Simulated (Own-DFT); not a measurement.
SiC (4H silicon carbide, atoms displaced), GaP (zincblende, strained, atoms displaced), SiC (4H silicon carbide, strained, atoms displaced), GaP (zincblende, atoms displaced) (calculated)

A calculation, not a measurement: plane-wave PBE density functional theory by an unreviewed code, no spin, of a simulated periodic cell, stress positive in tension, free energy of the whole cell less one offset for each atom, forces on such cells passed a denser k mesh, this cell's mesh not checked; offsets are fitted by least squares, one for each functional and potential file, so energies compare only between cells with the same atoms and settings and are not formation energies; the far tail of each file's local potential was reset to the Coulomb form; each entry is a single point on an unrelaxed cell, so the pressure reflects the starting lattice, mostly measured values (interpolated for alloys), from which strain is counted, and rises with the displacements; printed positions are rounded, which can move forces by about a meV/angstrom; the program, named Own-DFT, is a retired in-house code; no spin-orbit coupling. Program: Own-DFT development build.

Settings shared by all entries: functional PBE; potential files PseudoDojo norm-conserving, scalar-relativistic, standard set; wave cutoff 42 hartree; occupations Fermi-Dirac; smearing width 0.1 eV; hardware one NVIDIA H100.

```json
{"entry": 1, "formula": "SiC", "kind": "4H silicon carbide, atoms displaced", "structure": {"cell_angstrom": [[6.1654, 0.0, 0.0], [-3.0827, 5.3394, 0.0], [0.0, 0.0, 10.0681]], "atoms_fractional": [["Si", 0.99523, 0.02225, 0.40191], ["Si", 0.18039, 0.35225, 0.12779], ["C", 0.98298, 0.96869, 0.09471], ["C", 0.16994, 0.32635, 0.34168], ["Si", 0.00418, 0.48642, 0.39502], ["Si", 0.15231, 0.82453, 0.15133], ["C", 0.01018, 0.48359, 0.08805], ["C", 0.16268, 0.81243, 0.35051], ["Si", 0.50004, 0.96745, 0.40349], ["Si", 0.69048, 0.34058, 0.1592], ["C", 0.50773, 0.98451, 0.1111], ["C", 0.66262, 0.34315, 0.3328], ["Si", 0.49726, 0.51024, 0.40179], ["Si", 0.66622, 0.8099, 0.15322], ["C", 0.50072, 0.48578, 0.11418], ["C", 0.6762, 0.85002, 0.3455], ["Si", 0.01342, 0.98243, 0.91033], ["Si", 0.84536, 0.69581, 0.64345], ["C", 0.97841, 0.01096, 0.57097], ["C", 0.8246, 0.65844, 0.85861], ["Si", 0.0168, 0.5041, 0.89947], ["Si", 0.85819, 0.16021, 0.67879], ["C", 0.02075, 0.50294, 0.58141], ["C", 0.82797, 0.20186, 0.84762], ["Si", 0.49497, 0.99809, 0.9075], ["Si", 0.34129, 0.6829, 0.66305], ["C", 0.49832, 0.01335, 0.58564], ["C", 0.31584, 0.63741, 0.8564], ["Si", 0.47699, 0.48796, 0.90301], ["Si", 0.33958, 0.16419, 0.65291], ["C", 0.50287, 0.50268, 0.58037], ["C", 0.35242, 0.1718, 0.85167]]}, "settings": {"k_mesh": "5 x 5 x 3 centred on Gamma"}, "results": {"free_energy_of_cell_above_offsets [eV]": "5.323", "pressure [GPa]": 10.75, "stress_xx [GPa]": -14.13, "stress_yy [GPa]": -9.87, "stress_zz [GPa]": -8.27, "stress_yz [GPa]": -0.83, "stress_xz [GPa]": 1.47, "stress_xy [GPa]": 1.35, "force_element": ["Si", "Si", "C", "C", "Si", "Si", "C", "C", "Si", "Si", "C", "C", "Si", "Si", "C", "C", "Si", "Si", "C", "C", "Si", "Si", "C", "C", "Si", "Si", "C", "C", "Si", "Si", "C", "C"], "force_x [eV/angstrom]": [2.922, 1.725, 0.512, -0.235, -1.773, 3.563, -4.051, -1.113, -4.946, -0.705, -1.816, 1.423, 1.425, -1.517, 1.463, 2.335, -2.085, 0.997, 2.798, 0.036, -5.609, -3.54, -1.269, 2.011, 2.358, 0.028, 2.321, 2.13, 4.454, -1.181, -0.064, -2.599], "force_y [eV/angstrom]": [-2.594, -5.405, 3.305, 1.958, -0.074, -0.421, 3.166, 2.118, 4.208, -2.795, 1.054, -0.892, -0.979, 1.868, 0.126, -3.042, 0.939, -3.612, -0.252, 0.807, -0.077, 2.687, 0.042, -5.603, -0.564, -1.443, -1.248, 5.523, 0.988, 1.677, 0.559, -2.021], "force_z [eV/angstrom]": [-2.739, 5.926, -1.566, -2.524, 1.414, 2.879, -1.545, -1.903, 0.135, -0.797, -3.537, 3.268, -1.18, 2.051, -4.602, -2.27, 0.335, -0.019, 6.66, -3.05, 2.948, -5.708, 3.233, 0.807, 2.735, -2.978, 2.667, -3.764, 2.56, -1.173, 3.845, -2.107], "wall_time [s]": 129.9}}
{"entry": 2, "formula": "GaP", "kind": "zincblende, strained, atoms displaced", "structure": {"cell_angstrom": [[10.862, 0.0, 0.0], [0.0, 10.862, 0.0], [0.0, 0.0, 10.9361]], "atoms_fractional": [["Ga", 0.99494, 0.00312, 0.99965], ["Ga", 0.0007, 0.24802, 0.23797], ["Ga", 0.25019, 0.99948, 0.25212], ["Ga", 0.24739, 0.24356, 0.996], ["P", 0.12694, 0.12373, 0.12537], ["P", 0.12492, 0.37449, 0.38439], ["P", 0.37655, 0.13309, 0.3766], ["P", 0.37056, 0.38444, 0.12119], ["Ga", 0.99619, 0.99239, 0.5031], ["Ga", 0.00543, 0.24912, 0.74638], ["Ga", 0.25079, 0.99891, 0.7524], ["Ga", 0.24668, 0.25634, 0.49489], ["P", 0.122, 0.12442, 0.62089], ["P", 0.13905, 0.37518, 0.8756], ["P", 0.37565, 0.13215, 0.88101], ["P", 0.37972, 0.37152, 0.62941], ["Ga", 0.99587, 0.49724, 0.99482], ["Ga", 0.99722, 0.74697, 0.2496], ["Ga", 0.25771, 0.49789, 0.24148], ["Ga", 0.24512, 0.75149, 0.9986], ["P", 0.11948, 0.62634, 0.1265], ["P", 0.12257, 0.88013, 0.37424], ["P", 0.37415, 0.62586, 0.37021], ["P", 0.37787, 0.86995, 0.13274], ["Ga", 0.99339, 0.50025, 0.50176], ["Ga", 0.00232, 0.75304, 0.74456], ["Ga", 0.24551, 0.49552, 0.75318], ["Ga", 0.24485, 0.75192, 0.50518], ["P", 0.13084, 0.63329, 0.63312], ["P", 0.11456, 0.876, 0.86807], ["P", 0.3754, 0.62463, 0.87591], ["P", 0.37135, 0.87031, 0.6244], ["Ga", 0.49787, 0.99832, 0.99726], ["Ga", 0.4991, 0.2464, 0.24496], ["Ga", 0.75065, 0.00556, 0.2495], ["Ga", 0.74313, 0.25028, 0.00476], ["P", 0.62606, 0.12421, 0.13552], ["P", 0.61973, 0.38521, 0.37259], ["P", 0.8748, 0.12082, 0.36878], ["P", 0.87895, 0.37697, 0.11774], ["Ga", 0.50307, 0.997, 0.50107], ["Ga", 0.50071, 0.24819, 0.75115], ["Ga", 0.7514, 0.00195, 0.75286], ["Ga", 0.74915, 0.24788, 0.4934], ["P", 0.62641, 0.12362, 0.62547], ["P", 0.62597, 0.37542, 0.87056], ["P", 0.86936, 0.13226, 0.88082], ["P", 0.8744, 0.37312, 0.63576], ["Ga", 0.49936, 0.49709, 0.99236], ["Ga", 0.49773, 0.74703, 0.24479], ["Ga", 0.74527, 0.49617, 0.24778], ["Ga", 0.75064, 0.74466, 0.99429], ["P", 0.62575, 0.61998, 0.12216], ["P", 0.62334, 0.8805, 0.37547], ["P", 0.89062, 0.63369, 0.37306], ["P", 0.87483, 0.87543, 0.1343], ["Ga", 0.49974, 0.49839, 0.50095], ["Ga", 0.50039, 0.74859, 0.74856], ["Ga", 0.74698, 0.49523, 0.74826], ["Ga", 0.75064, 0.74632, 0.49373], ["P", 0.62515, 0.63056, 0.62758], ["P", 0.63703, 0.87448, 0.87966], ["P", 0.8802, 0.61478, 0.87827], ["P", 0.87693, 0.86438, 0.61928]]}, "settings": {"k_mesh": "3 x 3 x 3 centred on Gamma"}, "results": {"free_energy_of_cell_above_offsets [eV]": "-32.883", "pressure [GPa]": 3.67, "stress_xx [GPa]": -3.83, "stress_yy [GPa]": -3.84, "stress_zz [GPa]": -3.35, "stress_yz [GPa]": 0.77, "stress_xz [GPa]": 0.81, "stress_xy [GPa]": 1.02, "force_element": ["Ga", "Ga", "Ga", "Ga", "P", "P", "P", "P", "Ga", "Ga", "Ga", "Ga", "P", "P", "P", "P", "Ga", "Ga", "Ga", "Ga", "P", "P", "P", "P", "Ga", "Ga", "Ga", "Ga", "P", "P", "P", "P", "Ga", "Ga", "Ga", "Ga", "P", "P", "P", "P", "Ga", "Ga", "Ga", "Ga", "P", "P", "P", "P", "Ga", "Ga", "Ga", "Ga", "P", "P", "P", "P", "Ga", "Ga", "Ga", "Ga", "P", "P", "P", "P"], "force_x [eV/angstrom]": [-0.044, -0.012, 0.473, 0.148, 0.145, -0.748, -0.141, 1.074, 0.098, 0.026, -0.151, 0.779, 0.572, -2.196, 0.394, -0.779, 1.709, 1.327, -1.667, 0.008, 0.455, 0.196, -0.196, -0.913, 0.736, -0.762, 1.4, 0.293, -0.596, 0.909, -0.281, 0.694, 0.424, -0.504, -0.082, 0.026, -0.496, 0.445, 0.643, -0.856, -0.76, 0.303, 0.596, 0.096, -0.052, -0.351, 0.627, -0.116, 0.133, 1.057, 1.277, 0.84, -0.18, 0.321, -2.46, -0.347, -0.431, -0.065, 0.221, -0.224, 0.322, -1.533, -0.884, -0.941], "force_y [eV/angstrom]": [-0.314, 0.434, 0.286, 0.83, -0.417, 0.854, -0.885, -2.194, 0.739, 0.026, 0.351, -0.789, -0.279, -0.614, -1.336, 0.379, -0.239, 1.394, 0.918, 0.051, -0.537, -0.737, -0.03, 0.95, 0.129, -0.849, 0.993, -0.078, -1.63, 0.555, 0.281, 0.83, -0.174, 1.296, -1.06, 0.269, 0.006, -1.532, 0.749, -0.434, 0.438, -0.115, -0.22, 0.462, 0.004, -0.506, -0.265, -0.103, 0.309, -0.325, 0.706, -0.247, 0.381, -0.934, -1.843, -0.137, 0.839, 0.533, 0.954, 0.173, -0.887, 0.229, 1.42, 0.945], "force_z [eV/angstrom]": [0.237, 1.291, 0.233, 1.255, -0.499, -1.984, 0.038, -0.879, -0.438, 0.965, -0.213, 1.16, 0.082, 0.3, -0.92, -0.486, 0.53, -0.586, 1.5, 0.099, -0.521, 0.073, 0.872, -1.453, 0.751, 0.626, -0.846, -1.304, -0.649, 1.154, -0.263, 0.318, 0.723, 0.403, 0.433, 0.022, -1.697, 0.127, 0.728, 0.79, 0.25, -0.09, -0.471, 0.185, -0.022, 0.616, -0.638, -1.574, 0.37, 0.859, 0.013, 1.17, -0.25, -0.643, 0.713, -1.274, 0.348, 0.686, 0.179, -0.149, -0.633, -0.762, -1.58, 0.727], "wall_time [s]": 558.5}}
{"entry": 3, "formula": "SiC", "kind": "4H silicon carbide, strained, atoms displaced", "structure": {"cell_angstrom": [[9.1699, -0.1204, -0.0398], [-4.6892, 8.063, -0.0269], [-0.0434, -0.0589, 10.1242]], "atoms_fractional": [["Si", 0.00262, 0.99391, 0.40569], ["Si", 0.11083, 0.21635, 0.16255], ["C", 0.99406, 0.99461, 0.09549], ["C", 0.1041, 0.21191, 0.3446], ["Si", 0.99072, 0.32718, 0.41167], ["Si", 0.1028, 0.54725, 0.16582], ["C", 0.00466, 0.33551, 0.09638], ["C", 0.10793, 0.54929, 0.34466], ["Si", 0.99783, 0.67545, 0.40479], ["Si", 0.11166, 0.88534, 0.15748], ["C", 0.00094, 0.66487, 0.09928], ["C", 0.1068, 0.88866, 0.34164], ["Si", 0.32747, 0.99435, 0.3973], ["Si", 0.43798, 0.22767, 0.15924], ["C", 0.32549, 0.99826, 0.09086], ["C", 0.43466, 0.21713, 0.34618], ["Si", 0.32823, 0.33228, 0.42214], ["Si", 0.44237, 0.56088, 0.16427], ["C", 0.32858, 0.32685, 0.10342], ["C", 0.4415, 0.56368, 0.33308], ["Si", 0.33418, 0.6638, 0.41293], ["Si", 0.45707, 0.89701, 0.16438], ["C", 0.33372, 0.66044, 0.08758], ["C", 0.45553, 0.89057, 0.3486], ["Si", 0.65284, 0.99459, 0.40771], ["Si", 0.76774, 0.21765, 0.15442], ["C", 0.67896, 0.00021, 0.08884], ["C", 0.7861, 0.21041, 0.34099], ["Si", 0.66079, 0.32874, 0.40652], ["Si", 0.77928, 0.56154, 0.15027], ["C", 0.66751, 0.33299, 0.09516], ["C", 0.78061, 0.56037, 0.34292], ["Si", 0.66417, 0.66896, 0.40711], ["Si", 0.77973, 0.89785, 0.15474], ["C", 0.67071, 0.66453, 0.08455], ["C", 0.78443, 0.89005, 0.34658], ["Si", 0.99483, 0.99627, 0.89366], ["Si", 0.8861, 0.78332, 0.65743], ["C", 0.99569, 0.99269, 0.59181], ["C", 0.89383, 0.77364, 0.83947], ["Si", 0.98626, 0.66802, 0.89652], ["Si", 0.88169, 0.44777, 0.65951], ["C", 0.00712, 0.66868, 0.58957], ["C", 0.88041, 0.43859, 0.83654], ["Si", 0.9989, 0.33152, 0.906], ["Si", 0.87726, 0.10583, 0.65226], ["C", 0.99037, 0.32963, 0.59019], ["C", 0.88719, 0.11231, 0.84756], ["Si", 0.66093, 0.99731, 0.91007], ["Si", 0.55812, 0.77889, 0.65977], ["C", 0.66903, 0.01262, 0.59617], ["C", 0.56182, 0.77323, 0.83148], ["Si", 0.66601, 0.65887, 0.90639], ["Si", 0.55771, 0.44378, 0.6516], ["C", 0.67158, 0.67139, 0.60208], ["C", 0.55915, 0.4468, 0.8437], ["Si", 0.66026, 0.33685, 0.90529], ["Si", 0.54076, 0.10607, 0.6577], ["C", 0.64991, 0.32273, 0.58736], ["C", 0.55875, 0.12209, 0.84566], ["Si", 0.33336, 0.99795, 0.90587], ["Si", 0.2219, 0.78064, 0.66298], ["C", 0.34117, 0.01278, 0.59356], ["C", 0.22445, 0.77602, 0.84588], ["Si", 0.33038, 0.67208, 0.91024], ["Si", 0.22303, 0.4503, 0.65089], ["C", 0.32488, 0.65761, 0.59522], ["C", 0.23797, 0.44486, 0.84594], ["Si", 0.33456, 0.33448, 0.91522], ["Si", 0.22965, 0.11539, 0.65418], ["C", 0.33786, 0.33752, 0.58677], ["C", 0.21873, 0.10354, 0.8395]]}, "settings": {"k_mesh": "4 x 4 x 3 centred on Gamma"}, "results": {"free_energy_of_cell_above_offsets [eV]": "-4.119", "pressure [GPa]": 6.92, "stress_xx [GPa]": -9.77, "stress_yy [GPa]": -4.91, "stress_zz [GPa]": -6.08, "stress_yz [GPa]": -1.63, "stress_xz [GPa]": -3.74, "stress_xy [GPa]": -5.6, "force_element": ["Si", "Si", "C", "C", "Si", "Si", "C", "C", "Si", "Si", "C", "C", "Si", "Si", "C", "C", "Si", "Si", "C", "C", "Si", "Si", "C", "C", "Si", "Si", "C", "C", "Si", "Si", "C", "C", "Si", "Si", "C", "C", "Si", "Si", "C", "C", "Si", "Si", "C", "C", "Si", "Si", "C", "C", "Si", "Si", "C", "C", "Si", "Si", "C", "C", "Si", "Si", "C", "C", "Si", "Si", "C", "C", "Si", "Si", "C", "C", "Si", "Si", "C", "C"], "force_x [eV/angstrom]": [-1.322, -1.32, 1.569, 0.335, 2.142, 0.901, -0.855, -0.485, 1.726, -1.515, 0.044, 1.262, 0.959, 1.873, 2.087, 0.347, -0.114, 1.058, -0.454, 0.894, -1.091, -1.204, -0.937, -5.272, 6.045, 2.405, -3.283, -4.366, 0.945, 0.374, -1.286, -1.54, 0.801, 1.832, -1.736, -2.306, 0.237, 2.603, 0.075, -3.479, 4.747, 0.646, -1.963, 0.562, 0.81, 2.707, 0.507, -0.153, 0.717, -0.698, -2.388, -1.304, -0.676, -0.267, -1.548, -0.821, 1.383, 3.914, 1.468, -0.048, -0.459, 0.578, -2.539, -1.33, 2.334, 0.026, 0.71, -3.105, 0.553, -1.597, -1.064, 0.344], "force_y [eV/angstrom]": [1.287, -0.066, 0.648, 1.382, 0.681, 1.06, -1.262, 0.995, -1.892, 0.016, -0.016, -0.452, 1.079, -1.409, 0.785, 0.584, -0.296, -0.962, 2.045, -1.107, -0.024, -1.622, 1.614, -2.506, 2.807, 1.052, 0.466, 0.03, 0.328, -0.987, 0.215, -1.3, 0.05, -2.646, 0.775, -0.719, 0.512, -0.865, 1.91, 1.581, -2.046, -0.926, 0.136, 1.007, 0.991, 1.833, 0.467, -0.715, 0.098, 0.346, -3.205, 0.896, 1.623, 0.615, -1.327, -1.142, -0.228, 2.257, 1.489, -2.362, 0.452, 0.141, -3.929, 0.252, -1.588, -2.767, 3.19, 0.507, -1.016, -0.283, 0.089, 1.375], "force_z [eV/angstrom]": [0.544, -0.795, -1.314, 1.647, -1.218, -2.099, -0.508, 1.457, 0.318, -0.938, -1.713, -0.069, 1.747, 0.143, 1.109, -0.334, -7.062, -4.605, -1.437, 5.426, -1.372, -2.298, 2.612, -1.426, 1.896, 0.301, 0.906, -0.361, -1.286, 1.468, -0.39, 0.013, -0.247, 1.05, 2.006, -0.529, 2.472, -0.55, 0.255, -0.413, 2.763, -2.568, 0.926, 2.045, 0.337, 1.36, 1.783, -1.374, -2.242, -2.285, -0.964, 4.488, -1.09, 1.036, -2.258, -0.601, 0.841, 1.053, 1.262, -0.074, 0.199, -1.371, -1.816, -0.215, -1.391, 1.961, -0.285, -0.844, -0.635, 0.19, 4.803, 0.561], "wall_time [s]": 338.7}}
{"entry": 4, "formula": "GaP", "kind": "zincblende, atoms displaced", "structure": {"cell_angstrom": [[10.901, 0.0, 0.0], [0.0, 10.901, 0.0], [0.0, 0.0, 10.901]], "atoms_fractional": [["Ga", 0.00077, 0.00164, 0.01213], ["Ga", 0.97606, 0.23323, 0.23901], ["Ga", 0.25305, 0.99388, 0.24458], ["Ga", 0.24406, 0.25496, 0.99417], ["P", 0.13957, 0.12838, 0.11649], ["P", 0.14034, 0.3856, 0.37148], ["P", 0.38275, 0.13141, 0.3894], ["P", 0.37122, 0.36449, 0.1349], ["Ga", 0.00311, 0.99872, 0.49689], ["Ga", 0.00219, 0.26066, 0.75654], ["Ga", 0.25044, 0.9964, 0.73123], ["Ga", 0.24231, 0.23329, 0.48885], ["P", 0.1278, 0.12722, 0.61796], ["P", 0.12931, 0.36805, 0.87892], ["P", 0.37719, 0.09976, 0.86297], ["P", 0.37197, 0.37259, 0.61844], ["Ga", 0.99982, 0.49221, 0.00439], ["Ga", 0.99529, 0.74234, 0.25957], ["Ga", 0.23798, 0.50869, 0.26041], ["Ga", 0.25011, 0.74338, 0.00414], ["P", 0.10895, 0.62816, 0.12456], ["P", 0.12048, 0.86589, 0.38623], ["P", 0.37575, 0.6226, 0.37195], ["P", 0.36839, 0.89028, 0.1277], ["Ga", 0.00583, 0.49792, 0.51347], ["Ga", 0.00738, 0.75237, 0.74116], ["Ga", 0.24711, 0.50094, 0.73309], ["Ga", 0.25808, 0.75183, 0.51352], ["P", 0.10902, 0.63261, 0.63401], ["P", 0.12063, 0.86889, 0.87941], ["P", 0.3674, 0.63905, 0.90095], ["P", 0.36946, 0.87986, 0.62561], ["Ga", 0.50275, 0.98424, 0.00821], ["Ga", 0.50231, 0.24756, 0.24437], ["Ga", 0.73651, 0.0038, 0.25405], ["Ga", 0.74186, 0.25289, 0.00184], ["P", 0.61852, 0.12409, 0.12441], ["P", 0.62267, 0.38513, 0.35412], ["P", 0.88479, 0.13646, 0.37374], ["P", 0.86565, 0.37432, 0.12409], ["Ga", 0.49999, 0.9963, 0.50194], ["Ga", 0.49897, 0.24019, 0.75475], ["Ga", 0.73279, 0.98974, 0.75033], ["Ga", 0.74277, 0.23597, 0.48274], ["P", 0.61944, 0.13487, 0.61613], ["P", 0.62553, 0.36043, 0.86028], ["P", 0.87941, 0.11809, 0.88712], ["P", 0.88771, 0.37135, 0.6268], ["Ga", 0.51995, 0.49742, 0.9944], ["Ga", 0.49851, 0.75737, 0.25114], ["Ga", 0.7472, 0.50356, 0.24402], ["Ga", 0.76031, 0.7446, 0.99929], ["P", 0.61289, 0.63047, 0.13602], ["P", 0.62053, 0.87098, 0.39751], ["P", 0.87004, 0.62636, 0.37011], ["P", 0.88003, 0.86257, 0.12503], ["Ga", 0.5032, 0.49505, 0.4937], ["Ga", 0.49607, 0.76595, 0.7744], ["Ga", 0.75143, 0.50781, 0.7366], ["Ga", 0.72152, 0.74922, 0.50241], ["P", 0.62828, 0.62293, 0.62885], ["P", 0.62509, 0.88175, 0.87606], ["P", 0.88574, 0.63596, 0.8757], ["P", 0.87939, 0.88654, 0.62891]]}, "settings": {"k_mesh": "3 x 3 x 3 centred on Gamma"}, "results": {"free_energy_of_cell_above_offsets [eV]": "-25.249", "pressure [GPa]": 5.1, "stress_xx [GPa]": -5.06, "stress_yy [GPa]": -5.13, "stress_zz [GPa]": -5.1, "stress_yz [GPa]": 0.15, "stress_xz [GPa]": 1.44, "stress_xy [GPa]": 0.58, "force_element": ["Ga", "Ga", "Ga", "Ga", "P", "P", "P", "P", "Ga", "Ga", "Ga", "Ga", "P", "P", "P", "P", "Ga", "Ga", "Ga", "Ga", "P", "P", "P", "P", "Ga", "Ga", "Ga", "Ga", "P", "P", "P", "P", "Ga", "Ga", "Ga", "Ga", "P", "P", "P", "P", "Ga", "Ga", "Ga", "Ga", "P", "P", "P", "P", "Ga", "Ga", "Ga", "Ga", "P", "P", "P", "P", "Ga", "Ga", "Ga", "Ga", "P", "P", "P", "P"], "force_x [eV/angstrom]": [0.474, 3.481, -1.54, 2.639, -1.851, -3.16, 0.505, -0.251, -0.29, -0.157, -1.861, 0.126, -1.343, -0.412, 0.01, 0.322, -0.219, 0.301, 1.568, -2.748, 1.5, 1.009, 0.04, 1.108, -0.137, -2.054, 0.187, -0.9, 3.163, 0.767, 3.052, 2.285, -0.205, -0.752, 1.367, 0.734, 0.28, 0.172, -1.807, 0.125, -0.795, -1.549, 2.175, 0.072, 0.451, 0.857, -1.118, -2.136, -1.732, -1.033, 0.725, -1.289, 1.694, -1.109, -0.804, -0.708, -0.273, -1.286, 1.73, 4.415, -2.693, 0.726, -0.59, -1.26], "force_y [eV/angstrom]": [-0.671, 2.487, 1.997, -1.046, -0.739, -2.597, -1.489, 1.554, 0.585, -2.009, 0.453, 2.388, -0.165, 2.27, 1.518, -0.493, 0.219, 0.847, 1.052, 2.629, -0.438, 0.255, 1.005, -3.276, 0.051, 2.419, 0.261, -1.294, -1.65, 0.904, -3.44, -1.224, 1.713, -0.084, -0.899, -0.834, -0.354, -1.56, -3.373, 0.161, 0.913, 0.012, 2.443, 2.279, -1.413, 1.971, 0.795, -0.062, -0.375, 0.615, 0.852, 0.171, -0.188, 1.972, -0.842, 1.634, 0.192, -1.603, -1.284, -1.362, 0.421, -1.372, -1.867, -1.033], "force_z [eV/angstrom]": [-0.394, -2.243, 2.744, 0.339, 1.584, 1.849, -2.283, -1.412, 0.337, 0.177, 1.947, 0.315, 1.096, -1.098, 1.303, 0.16, -0.685, -0.277, -2.584, 2.118, 0.462, -1.233, 0.749, -0.635, -2.047, 2.335, 1.562, -1.146, -2.137, -0.421, -3.63, 0.023, -0.814, 0.863, 0.142, -0.558, -0.295, 1.731, 1.626, -0.269, 0.768, -0.838, -1.178, 0.455, 0.755, 0.743, -1.147, -0.597, 0.502, 0.745, -0.035, 0.36, -1.763, -3.865, 1.959, 1.106, 0.421, -1.485, 1.587, 1.172, 0.228, 1.973, -0.711, -0.459], "wall_time [s]": 596.3}}
```
